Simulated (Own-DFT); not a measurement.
# One cell, two functionals

All numbers below are calculated, not measured. They come from Own-DFT, an in-house plane-wave density functional program, since retired, whose code no person has reviewed. Each row is one single-point run on a periodic cell that was not relaxed, without spin or spin-orbit coupling.

Known limits, some of them of some rows only: forces on such cells failed a check on a denser k mesh; forces on such cells moved up to 12 meV/angstrom on a denser k mesh; forces on such cells passed a denser k mesh, each cell not checked; stress not checked against mesh or cutoff.

Each cell was run twice at the same cutoff, k mesh and smearing, with PBE and with PBEsol, on PseudoDojo norm-conserving files made for PBE. Atoms were moved at random from their sites; u is the rms move along one axis. Files made for PBEsol would give a somewhat different change.

```
cell,atoms,volume (Å³/atom),u (Å),cutoff (hartree),P with PBE (GPa),P with PBEsol (GPa),change (GPa)
C11b WSi2 with one Si on a W site (Si21W9),30,13.44,0.057,50,7.85,3.99,-3.86
C11b WSi2 with one Si on a W site (Si21W9),30,13.44,0.032,50,6.56,2.70,-3.86
C11b WSi2 with one Si on a W site (Si21W9),30,13.44,0.083,50,10.93,?,?
D0_22 TiAl3 (Al30Ti10),40,15.63,0.103,42,5.24,3.33,-1.91
D0_22 TiAl3 (Al30Ti10),40,15.99,0.055,42,0.54,-1.31,-1.85
D0_22 TiAl3 (Al30Ti10),40,15.63,0.101,42,4.72,2.81,-1.91
L1_0 TiAl (Al16Ti16),32,16.06,0.050,42,1.72,-1.12,-2.84
L1_0 TiAl (Al16Ti16),32,16.06,0.019,42,1.17,-1.67,-2.84
L1_0 TiAl (Al16Ti16),32,16.02,0.045,42,2.00,-0.86,-2.85
beta-Si3N4 (N64Si48),112,10.35,0.049,42,10.75,8.33,-2.42
beta-Si3N4 (N24Si18),42,10.42,0.048,42,7.84,5.43,-2.41
beta-Si3N4 (N24Si18),42,10.55,0.048,42,5.61,3.24,-2.37
```

## Worked reading

Mean change of pressure by composition, in GPa: Si7W3, -3.86; AlTi, -2.85; N4Si3, -2.40; Al3Ti, -1.89. At a fixed cell PBEsol gives the lower pressure, because it favours a smaller volume than PBE. Here the change varies more between materials than between cells of one material.

## Withheld value

Question: what PBEsol pressure should the Si21W9 cell with the blank give?

Adding the mean change of the cells with its composition, -3.86 GPa, to 10.93 gives 7.1 GPa. The calculation gave 7.04 GPa.
